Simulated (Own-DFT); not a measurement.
# Strain and stress in wurtzite AlGaN with randomly placed atoms, 128 atoms (Al48Ga16N64)

All numbers below are calculated, not measured. The program, named Own-DFT, is a retired in-house plane-wave density functional code that no person has reviewed. Each row is one single-point run on a periodic cell that was not relaxed, without spin or spin-orbit coupling.

Settings of every run: PBE; PseudoDojo norm-conserving scalar-relativistic files (stringent for Ga); cutoff 96 hartree; 3 x 3 x 3 k mesh centred on Gamma; Gaussian smearing of 0.01 eV.

Known limits: k mesh not checked against a denser one; stress not checked against mesh or cutoff.

Unstrained cell vectors in Å: (12.525, 0.000, 0.000); (-6.262, 10.847, 0.000); (0.000, 0.000, 10.066). The unstrained cell has measured lattice constants (interpolated for alloys), not those of this functional. That, the random moves and any unrelaxed bonds set the pressure at no strain. Each run strains this cell uniformly, with the atoms carried along. Every atom was also moved at random, by a Gaussian of width 0.05 Å on each axis. The random placing of the alloy's atoms differs from row to row. Strain is the symmetric tensor, in per cent. Stress is positive in tension, and the pressure is minus a third of its trace.

```
run  e_xx (%)  e_yy (%)  e_zz (%)  s_xx (GPa)  s_yy (GPa)  s_zz (GPa)  P (GPa)  E (meV/atom)
  1     -2.50     -2.50      0.00      -24.34      -22.32      -10.52    19.06          70.3
  2     -2.00     -2.00      0.00      -18.63      -19.72       -9.23    15.86          42.4
  3      2.00      2.00      0.00        4.62        4.29       -4.27    -1.55           0.2
  4      1.25      1.25      0.00       -0.39        0.77       -3.89     1.17           1.0
  5      1.75      1.75      0.00        0.84        3.24       -2.20    -0.63           5.6
  6     -1.25     -1.25      0.00      -14.48      -14.53       -7.50    12.17          28.2
  7      0.25      0.25      0.00       -3.99       -5.79       -5.41     5.06           0.0
  8     -0.25     -0.25      0.00       -6.99       -8.70       -7.65     7.78          16.8
  9     -0.50     -0.50      0.00           ?           ?           ?        ?             ?
```

E is the free energy for each atom above the lowest run shown.

## Worked fit

The change of volume is close to e_xx + e_yy + e_zz. A straight line through the runs shown gives P = 7.00 - 226 x (fractional change of volume) GPa, with an error of 7 on the slope and a scatter of 0.61 GPa. The strain isn't the same on all axes and the cell isn't cubic, so the slope belongs to this path and is not the bulk modulus.

## Withheld run

Question: what pressure should run 9 give? Its volume changes by -1.00 %.

The line gives 9.3 GPa. The calculation gave 8.51 GPa.
